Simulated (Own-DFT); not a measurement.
## Calculated data, GaP (zincblende, atoms displaced)

Computed with Own-DFT development build. A calculation, not a measurement: plane-wave PBE density functional theory by an unreviewed code, no spin, of a simulated periodic cell, stress positive in tension, free energy of the whole cell less one offset for each atom, forces on such cells passed a denser k mesh, this cell's mesh not checked; offsets are fitted by least squares, one for each functional and potential file, so energies compare only between cells with the same atoms and settings and are not formation energies; the far tail of each file's local potential was reset to the Coulomb form; each entry is a single point on an unrelaxed cell, so the pressure reflects the starting lattice, mostly measured values (interpolated for alloys), from which strain is counted, and rises with the displacements; printed positions are rounded, which can move forces by about a meV/angstrom; the program, named Own-DFT, is a retired in-house code; no spin-orbit coupling.

Settings shared by all entries: functional PBE; potential files PseudoDojo norm-conserving, scalar-relativistic, standard set; wave cutoff 42 hartree; occupations Fermi-Dirac; smearing width 0.1 eV; hardware one NVIDIA H200; k mesh 2 x 3 x 3 centred on Gamma.

(1) GaP (zincblende, atoms displaced)

```
GaP
1.0
     16.3515     0.0000     0.0000
      0.0000    10.9010     0.0000
      0.0000     0.0000    10.9010
Ga P Ga P Ga P Ga P Ga P Ga P Ga P Ga P Ga P Ga P Ga P Ga P
4 4 4 4 4 4 4 4 4 4 4 4 4 4 4 4 4 4 4 4 4 4 4 4
Direct
  0.99765 0.99910 0.99767
  0.99702 0.24793 0.25199
  0.16721 0.99538 0.24891
  0.16623 0.24900 0.00028
  0.08429 0.12608 0.12450
  0.08389 0.37404 0.37498
  0.24858 0.12477 0.37191
  0.24923 0.37577 0.12904
  0.00043 0.99911 0.49984
  0.00091 0.24932 0.74996
  0.16795 0.99606 0.75029
  0.16635 0.25179 0.49906
  0.08290 0.12678 0.62430
  0.08463 0.37415 0.87479
  0.25083 0.12539 0.87522
  0.25028 0.37554 0.62690
  0.00020 0.50203 0.99775
  0.99992 0.75040 0.24658
  0.16644 0.49997 0.25203
  0.16778 0.75142 0.99693
  0.08416 0.62723 0.12314
  0.08484 0.87314 0.37724
  0.25213 0.62319 0.37433
  0.25132 0.87142 0.12566
  0.99972 0.50283 0.49799
  0.00039 0.75212 0.74892
  0.16648 0.50011 0.74820
  0.16727 0.74783 0.49625
  0.08255 0.62838 0.62324
  0.08468 0.87376 0.87497
  0.24770 0.62431 0.87324
  0.24907 0.87714 0.62822
  0.33260 0.99902 0.99909
  0.33328 0.25087 0.24977
  0.49961 0.99930 0.25129
  0.49887 0.24960 0.00087
  0.41721 0.12475 0.12393
  0.41604 0.37287 0.37340
  0.58136 0.12202 0.37421
  0.58294 0.37397 0.12313
  0.33437 0.00183 0.49784
  0.33368 0.24967 0.74995
  0.49953 0.00052 0.75042
  0.50108 0.25213 0.50416
  0.41777 0.12625 0.62447
  0.41761 0.37329 0.87392
  0.58547 0.12377 0.87829
  0.58263 0.37519 0.62577
  0.33179 0.49952 0.99781
  0.33304 0.74929 0.24892
  0.50088 0.49917 0.24976
  0.50016 0.74967 0.00119
  0.41969 0.62360 0.12379
  0.41594 0.87573 0.37318
  0.58294 0.62532 0.37227
  0.58182 0.87443 0.12369
  0.33511 0.49755 0.49617
  0.33443 0.75079 0.74570
  0.50131 0.50107 0.75197
  0.50120 0.74745 0.49703
  0.41555 0.62513 0.62336
  0.41787 0.87333 0.87376
  0.58259 0.62505 0.87482
  0.58476 0.87915 0.62467
  0.66746 0.00129 0.00064
  0.66574 0.24963 0.24793
  0.83219 0.99906 0.25164
  0.83350 0.24536 0.99933
  0.75016 0.12271 0.12811
  0.75101 0.37414 0.37443
  0.91567 0.12844 0.37612
  0.91974 0.37297 0.12358
  0.66610 0.99761 0.50350
  0.66606 0.25135 0.74913
  0.83418 0.99881 0.74745
  0.83505 0.25340 0.50081
  0.74870 0.12696 0.62329
  0.74868 0.37284 0.87508
  0.91621 0.12361 0.87405
  0.91732 0.37686 0.62540
  0.66554 0.49421 0.00145
  0.66621 0.74787 0.25111
  0.83315 0.50090 0.25089
  0.83356 0.74862 0.99902
  0.75241 0.62715 0.12449
  0.74829 0.87475 0.37391
  0.91617 0.62465 0.37645
  0.91701 0.87537 0.12618
  0.66624 0.50067 0.50120
  0.66539 0.75272 0.75104
  0.83496 0.50023 0.74983
  0.83289 0.75143 0.49872
  0.75062 0.62512 0.62352
  0.75260 0.87426 0.87640
  0.91776 0.62341 0.87610
  0.91739 0.87571 0.62420
```

```
free energy of cell above offsets : -53.628 eV
pressure                          : 2.71 GPa
stress xx                         : -2.7 GPa
stress yy                         : -2.71 GPa
stress zz                         : -2.71 GPa
stress yz                         : 0.13 GPa
stress xz                         : 0.06 GPa
stress xy                         : 0.07 GPa
wall time                         : 911.5 s
```

Force:
| element | x (eV/Å) | y (eV/Å) | z (eV/Å) |
| --- | --- | --- | --- |
| Ga | 0.54 | 0.101 | 0.266 |
| Ga | 0.71 | 0.149 | -0.256 |
| Ga | -0.171 | 0.274 | -0.079 |
| Ga | 0.269 | 0.182 | 0.09 |
| P | -0.41 | -0.474 | 0.151 |
| P | -0.408 | 0.18 | -0.037 |
| P | 0.187 | 0.018 | 0.256 |
| P | 0.076 | -0.032 | -0.558 |
| Ga | 0.052 | 0.286 | -0.099 |
| Ga | -0.119 | 0.126 | 0.071 |
| Ga | -0.384 | 0.768 | 0.126 |
| Ga | 0.194 | -0.17 | 0.159 |
| P | 0.28 | -0.395 | 0.095 |
| P | -0.169 | 0.152 | -0.058 |
| P | -0.199 | -0.113 | -0.043 |
| P | 0.127 | -0.036 | -0.422 |
| Ga | 0.364 | -0.352 | 0.276 |
| Ga | 0.117 | -0.122 | 0.456 |
| Ga | -0.153 | 0.173 | -0.168 |
| Ga | -0.024 | -0.189 | 0.304 |
| P | 0.063 | -0.219 | 0.074 |
| P | -0.377 | 0.109 | -0.455 |
| P | -0.209 | 0.091 | 0 |
| P | -0.146 | 0.266 | -0.324 |
| Ga | 0.222 | -0.266 | 0.17 |
| Ga | -0.036 | -0.181 | 0.172 |
| Ga | -0.276 | 0.055 | -0.056 |
| Ga | 0.327 | 0.113 | 0.472 |
| P | 0.164 | -0.353 | 0.062 |
| P | -0.388 | 0.26 | 0.006 |
| P | 0.574 | 0.177 | -0.146 |
| P | 0.392 | -0.36 | -0.923 |
| Ga | 0.236 | -0.034 | 0.035 |
| Ga | -0.061 | -0.332 | -0.156 |
| Ga | -0.102 | -0.016 | -0.344 |
| Ga | 0.182 | -0.151 | -0.198 |
| P | -0.246 | -0.1 | 0.179 |
| P | 0.511 | 0.038 | 0.129 |
| P | 0.4 | 0.423 | 0.342 |
| P | -0.16 | -0.111 | 0.378 |
| Ga | -0.303 | -0.016 | 0.187 |
| Ga | 0.027 | -0.036 | -0.035 |
| Ga | 0.202 | 0.132 | 0.124 |
| Ga | -0.139 | -0.265 | -0.607 |
| P | -0.189 | -0.097 | 0.097 |
| P | -0.168 | 0.222 | 0.083 |
| P | -0.422 | 0.273 | -0.435 |
| P | 0.204 | 0.294 | 0.055 |
| Ga | 0.152 | -0.026 | 0.21 |
| Ga | 0.43 | -0.268 | -0.012 |
| Ga | -0.136 | -0.162 | -0.034 |
| Ga | 0.011 | 0.002 | -0.249 |
| P | -0.667 | -0.036 | 0.048 |
| P | 0.063 | -0.291 | 0.213 |
| P | 0.18 | -0.37 | 0.302 |
| P | 0.415 | 0.085 | 0.233 |
| Ga | -0.212 | 0.019 | 0.422 |
| Ga | -0.275 | -0.076 | 0.433 |
| Ga | -0.39 | 0.016 | -0.244 |
| Ga | -0.203 | 0.467 | 0.303 |
| P | 0.438 | -0.236 | -0.085 |
| P | -0.235 | 0.043 | 0.094 |
| P | 0.37 | 0.016 | 0.249 |
| P | -0.629 | -0.72 | 0.175 |
| Ga | 0.14 | -0.42 | 0.148 |
| Ga | 0.025 | -0.12 | 0.361 |
| Ga | 0.246 | 0.051 | 0.086 |
| Ga | -0.065 | 0.34 | 0.207 |
| P | -0.007 | 0.203 | -0.271 |
| P | -0.396 | 0.113 | 0.001 |
| P | -0.035 | -0.741 | 0.121 |
| P | -0.634 | 0.286 | -0.027 |
| Ga | 0.229 | 0.533 | -0.637 |
| Ga | -0.03 | -0.274 | 0.134 |
| Ga | -0.282 | 0.231 | 0.034 |
| Ga | -0.31 | -0.115 | 0.128 |
| P | 0.35 | -0.093 | 0.098 |
| P | 0.457 | 0.137 | -0.039 |
| P | 0.045 | 0.057 | -0.26 |
| P | 0.221 | -0.072 | 0.038 |
| Ga | 0.355 | 0.754 | -0.183 |
| Ga | 0.061 | 0.261 | -0.487 |
| Ga | 0.26 | -0.24 | -0.261 |
| Ga | 0.319 | 0.135 | 0.11 |
| P | -0.609 | -0.488 | 0.004 |
| P | 0.096 | -0.005 | 0.254 |
| P | 0.071 | 0.305 | -0.403 |
| P | -0.272 | 0.032 | -0.163 |
| Ga | 0.121 | -0.107 | -0.248 |
| Ga | 0.329 | -0.209 | -0.057 |
| Ga | -0.38 | -0.046 | 0.118 |
| Ga | 0.001 | -0.032 | 0.034 |
| P | -0.144 | 0.173 | 0.353 |
| P | -0.38 | 0.17 | -0.202 |
| P | -0.119 | 0.394 | -0.357 |
| P | -0.135 | -0.115 | -0.109 |

(2) GaP (zincblende, atoms displaced)

```
GaP
1.0
     16.3515     0.0000     0.0000
      0.0000    10.9010     0.0000
      0.0000     0.0000    10.9010
Ga P Ga P Ga P Ga P Ga P Ga P Ga P Ga P Ga P Ga P Ga P Ga P
4 4 4 4 4 4 4 4 4 4 4 4 4 4 4 4 4 4 4 4 4 4 4 4
Direct
  0.99827 0.00011 0.00052
  0.99960 0.25051 0.24732
  0.16605 0.00252 0.24816
  0.16803 0.24812 0.00105
  0.08395 0.12345 0.12575
  0.08290 0.37594 0.37565
  0.25091 0.12325 0.37350
  0.24905 0.37627 0.12370
  0.00065 0.00150 0.49965
  0.00064 0.24986 0.74624
  0.16815 0.00182 0.75152
  0.16738 0.24917 0.50316
  0.08429 0.12409 0.62326
  0.08284 0.37309 0.87447
  0.24934 0.12764 0.86941
  0.24911 0.37600 0.62526
  0.99804 0.50254 0.00028
  0.99692 0.74896 0.25028
  0.16598 0.50017 0.25061
  0.16948 0.74667 0.99854
  0.08287 0.62516 0.12405
  0.08208 0.87583 0.37270
  0.25234 0.62481 0.37421
  0.25189 0.87246 0.12347
  0.00032 0.50148 0.50082
  0.99804 0.74911 0.75219
  0.16625 0.50100 0.75276
  0.16572 0.75006 0.49908
  0.08130 0.62300 0.62614
  0.08175 0.87258 0.87427
  0.24906 0.62642 0.87510
  0.24962 0.87366 0.62619
  0.33534 0.00047 0.99864
  0.33278 0.25265 0.25070
  0.49956 0.00250 0.25063
  0.49845 0.25125 0.00016
  0.41687 0.12335 0.12695
  0.41531 0.37342 0.37804
  0.58305 0.12595 0.37515
  0.58532 0.37553 0.12489
  0.33183 0.99817 0.50078
  0.33410 0.24536 0.75032
  0.49961 0.99830 0.74856
  0.50112 0.25269 0.50048
  0.41672 0.12420 0.62784
  0.41756 0.37787 0.87510
  0.58320 0.12838 0.87608
  0.58283 0.37685 0.62303
  0.33343 0.50083 0.99862
  0.33637 0.75199 0.25211
  0.49930 0.50244 0.24948
  0.50191 0.74970 0.99774
  0.41862 0.62830 0.12497
  0.41649 0.87489 0.37686
  0.58513 0.62353 0.37466
  0.58525 0.87253 0.12524
  0.33415 0.50081 0.50087
  0.33237 0.74982 0.75031
  0.50189 0.49642 0.74933
  0.49964 0.75266 0.50016
  0.41654 0.62552 0.62277
  0.41563 0.87648 0.87513
  0.58389 0.62381 0.87513
  0.58449 0.87642 0.62821
  0.66787 0.99973 0.00223
  0.66728 0.24829 0.24505
  0.83400 0.00288 0.25045
  0.83298 0.24952 0.99986
  0.75103 0.12577 0.12373
  0.74885 0.37445 0.37810
  0.91718 0.12526 0.37407
  0.91487 0.37262 0.12573
  0.66632 0.00189 0.50257
  0.66700 0.25004 0.75240
  0.83273 0.00013 0.74956
  0.83174 0.25281 0.50040
  0.74802 0.12509 0.62588
  0.75074 0.37520 0.87346
  0.91834 0.12753 0.87477
  0.91694 0.37728 0.62441
  0.66589 0.50017 0.99833
  0.66654 0.75075 0.25071
  0.83465 0.50004 0.24712
  0.83272 0.74922 0.99828
  0.74934 0.62452 0.12469
  0.75137 0.87851 0.37518
  0.91650 0.62659 0.37553
  0.91661 0.87655 0.12483
  0.66862 0.50436 0.50173
  0.66631 0.75002 0.75016
  0.83390 0.49797 0.74748
  0.83584 0.75082 0.49891
  0.74919 0.62434 0.62429
  0.74967 0.87263 0.87182
  0.91652 0.62390 0.87634
  0.91718 0.87508 0.62757
```

```
free energy of cell above offsets : -53.628 eV
pressure                          : 2.71 GPa
stress xx                         : -2.71 GPa
stress yy                         : -2.71 GPa
stress zz                         : -2.72 GPa
stress yz                         : -0.05 GPa
stress xz                         : -0.09 GPa
stress xy                         : 0.01 GPa
wall time                         : 894.7 s
```

Force:
| element | x (eV/Å) | y (eV/Å) | z (eV/Å) |
| --- | --- | --- | --- |
| Ga | 0.381 | -0.06 | -0.151 |
| Ga | 0.201 | -0.017 | 0.316 |
| Ga | 0.311 | -0.577 | 0.098 |
| Ga | -0.281 | 0.123 | -0.203 |
| P | -0.218 | 0.257 | -0.357 |
| P | 0.045 | -0.252 | -0.004 |
| P | -0.198 | 0.259 | 0.203 |
| P | 0.215 | -0.021 | 0.102 |
| Ga | -0.125 | -0.239 | -0.018 |
| Ga | 0.06 | 0.076 | 0.105 |
| Ga | -0.513 | -0.49 | -0.203 |
| Ga | 0.024 | 0.102 | -0.513 |
| P | -0.07 | -0.035 | 0.231 |
| P | -0.042 | 0.157 | 0.289 |
| P | 0.25 | -0.364 | 1.003 |
| P | 0.352 | -0.027 | 0.245 |
| Ga | 0.316 | -0.563 | 0.079 |
| Ga | 0.473 | 0.19 | -0.196 |
| Ga | 0.028 | 0.127 | 0.015 |
| Ga | -0.637 | 0.504 | 0.275 |
| P | 0.001 | 0.072 | 0.156 |
| P | 0.137 | -0.109 | 0.06 |
| P | -0.325 | 0.099 | -0.002 |
| P | -0.16 | 0.371 | 0.15 |
| Ga | -0.076 | -0.107 | -0.24 |
| Ga | 0.205 | -0.081 | -0.168 |
| Ga | -0.126 | -0.212 | -0.198 |
| Ga | -0.046 | -0.131 | -0.022 |
| P | 0.347 | 0.398 | 0.069 |
| P | 0.436 | 0.306 | 0.247 |
| P | 0.417 | -0.382 | -0.219 |
| P | -0.182 | 0.085 | -0.085 |
| Ga | -0.525 | 0.172 | 0.065 |
| Ga | -0.006 | -0.206 | -0.13 |
| Ga | 0.248 | -0.486 | 0.061 |
| Ga | 0.21 | 0.013 | 0.212 |
| P | -0.183 | 0.474 | -0.225 |
| P | 0.311 | 0.33 | -0.384 |
| P | 0.137 | 0.03 | -0.044 |
| P | -0.534 | 0.026 | -0.034 |
| Ga | 0.18 | 0.155 | 0.103 |
| Ga | 0.056 | 0.91 | -0.179 |
| Ga | 0.149 | 0.288 | 0.434 |
| Ga | -0.252 | -0.365 | 0.047 |
| P | 0.151 | -0.041 | -0.651 |
| P | -0.332 | -0.396 | -0.103 |
| P | -0.113 | -0.543 | 0.051 |
| P | 0.557 | -0.173 | 0.176 |
| Ga | 0.064 | 0.178 | 0.221 |
| Ga | -0.309 | -0.177 | -0.219 |
| Ga | 0.136 | -0.406 | 0.164 |
| Ga | -0.155 | 0.205 | 0.054 |
| P | -0.279 | -0.231 | -0.176 |
| P | 0.224 | 0.386 | -0.069 |
| P | -0.361 | 0.368 | 0.173 |
| P | -0.41 | 0.439 | 0.022 |
| Ga | -0.263 | -0.127 | 0.018 |
| Ga | 0.234 | -0.048 | -0.085 |
| Ga | -0.29 | 0.536 | -0.104 |
| Ga | 0.396 | -0.258 | 0.023 |
| P | 0.225 | -0.015 | 0.526 |
| P | 0.375 | -0.373 | -0.151 |
| P | -0.103 | 0.053 | -0.3 |
| P | -0.197 | -0.211 | -0.412 |
| Ga | -0.144 | -0.031 | -0.389 |
| Ga | -0.012 | 0.195 | 0.597 |
| Ga | 0 | -0.154 | -0.091 |
| Ga | 0.045 | 0.081 | -0.254 |
| P | 0.054 | -0.207 | 0.035 |
| P | 0.039 | 0.226 | -0.646 |
| P | -0.083 | 0.298 | 0.283 |
| P | 0.314 | 0.271 | -0.294 |
| Ga | -0.02 | -0.161 | -0.325 |
| Ga | -0.206 | 0.18 | -0.273 |
| Ga | 0.089 | 0.146 | 0.111 |
| Ga | 0.24 | -0.349 | 0.054 |
| P | 0.421 | 0.199 | 0.053 |
| P | -0.036 | 0.067 | 0.173 |
| P | -0.337 | -0.203 | -0.145 |
| P | 0.029 | -0.349 | -0.167 |
| Ga | 0.311 | -0.088 | 0.102 |
| Ga | 0.333 | -0.066 | 0.168 |
| Ga | -0.41 | -0.046 | 0.5 |
| Ga | -0.001 | 0.11 | 0.213 |
| P | 0.088 | 0.067 | -0.032 |
| P | -0.225 | -0.235 | 0.106 |
| P | -0.022 | -0.44 | -0.102 |
| P | -0.359 | -0.188 | -0.034 |
| Ga | -0.356 | -0.497 | -0.249 |
| Ga | 0.016 | -0.246 | -0.055 |
| Ga | -0.11 | 0.305 | 0.239 |
| Ga | -0.449 | 0.167 | 0.227 |
| P | 0.531 | 0.47 | 0.225 |
| P | 0.064 | 0.347 | 0.392 |
| P | -0.346 | 0.021 | -0.278 |
| P | 0.002 | 0.137 | -0.294 |
